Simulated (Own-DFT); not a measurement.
# Device materials side by side: how hard are they to compress?

The numbers are computed, not measured, by runs of the plane-wave DFT program Own-DFT (in-house, retired, unreviewed) at fixed positions, with no spin and no spin-orbit coupling.

Caveats (not all hold for every row): forces on such cells moved up to 12 meV/angstrom on a denser k mesh; k mesh not checked against a denser one; forces on such cells passed a denser k mesh, each cell not checked; stress not checked against mesh or cutoff.

All runs are PBE with PseudoDojo norm-conserving files; cutoff and k mesh are each material's own. Every cell starts from measured lattice constants and was given uniform random strains and small random moves of its atoms. Each triple is the change of volume in per cent, the rms move u in Å and the pressure in GPa.

- 3C SiC (C48Si48), 10.36 Å³/atom unstrained: (-3.87, 0.051, 15.63); (-2.70, 0.049, 12.70); (-2.27, 0.051, 11.66); (-1.29, 0.050, 8.56); (-0.34, 0.050, 6.08); (0.08, 0.051, 5.37); (1.15, 0.049, 2.57)
- wurtzite AlN (Al64N64), 10.45 Å³/atom unstrained: (-1.66, 0.051, 10.18); (-0.97, 0.053, 7.92); (0.35, 0.053, 5.09); (2.41, 0.048, 0.62); (2.68, 0.054, 0.78); (2.75, 0.051, 0.34); (3.29, 0.050, -0.69)
- wurtzite GaN (Ga48N48), 11.42 Å³/atom unstrained: (-1.52, 0.051, 10.54); (-1.02, 0.050, 9.06); (-0.59, 0.047, 8.27); (1.82, 0.048, 3.80); (2.10, 0.050, 3.14); (2.72, 0.052, 2.42); (2.93, 0.051, 1.78)
- diamond silicon (Si64), 20.02 Å³/atom unstrained: withheld
- zincblende InP (In32P32), 25.27 Å³/atom unstrained: (-3.71, 0.048, 6.66); (-2.30, 0.048, 5.44); (-2.12, 0.050, 5.61); (0.47, 0.052, 3.60); (0.56, 0.053, 3.42); (0.95, 0.045, 3.01); (2.41, 0.048, 1.92)
- grey tin (Sn64), 34.15 Å³/atom unstrained: (-2.55, 0.050, 5.15); (-1.96, 0.051, 4.87); (-1.88, 0.047, 4.73); (-1.83, 0.052, 4.81); (-1.76, 0.050, 4.64); (-0.55, 0.053, 4.09); (1.46, 0.051, 3.11)

## Working it out

Fit a line to each set against the fractional change of volume; B is minus its slope, and u is nearly the same within a set. To take it to zero pressure, assume that B rises by 4 GPa for each GPa: B0 = B - 4 x (mean pressure). The bond length of an ideal tetrahedral crystal with the unstrained volume v is d = (√3/4)(8 v)^(1/3). Cohen's empirical rule reads B0 = (1971 - 220 L) d^(-3.5) GPa, with L = 0 for group IV crystals and SiC and 1 for III-V compounds.

| material | L | d (Å) | B (GPa) | mean P (GPa) | B0 (GPa) | rule (GPa) |
|---|---|---|---|---|---|---|
| 3C SiC (C48Si48) | 0 | 1.888 | 264 ± 5 | 8.9 | 228 ± 5 | 213 |
| wurtzite AlN (Al64N64) | 1 | 1.893 | 213 ± 8 | 3.5 | 199 ± 8 | 188 |
| wurtzite GaN (Ga48N48) | 1 | 1.950 | 190 ± 5 | 5.6 | 167 ± 5 | 169 |
| diamond silicon (Si64) | 0 | 2.352 | ? | ? | ? | 99 |
| zincblende InP (In32P32) | 1 | 2.541 | 77 ± 2 | 4.2 | 60 ± 2 | 67 |
| grey tin (Sn64) | 0 | 2.810 | 51 ± 2 | 4.5 | 33 ± 2 | 53 |

A line through ln[B0/(1971 - 220 L)] against ln d has a slope of -4.6 ± 0.3 and a scatter of 11 %. Against the rule, B0 stands at 107 % for 3C SiC, 106 % for wurtzite AlN, 99 % for wurtzite GaN, 90 % for zincblende InP, 61 % for grey tin. PBE tends to make silicon and heavier crystals too soft, and the rule itself is only a guide.

## Check

Question: what B0 does the fitted trend give for diamond silicon (Si64)?

The straight line predicts 83 GPa. Its own runs give B = 95 ± 3 GPa at a mean pressure of 2.9 GPa, so B0 = 83 GPa.
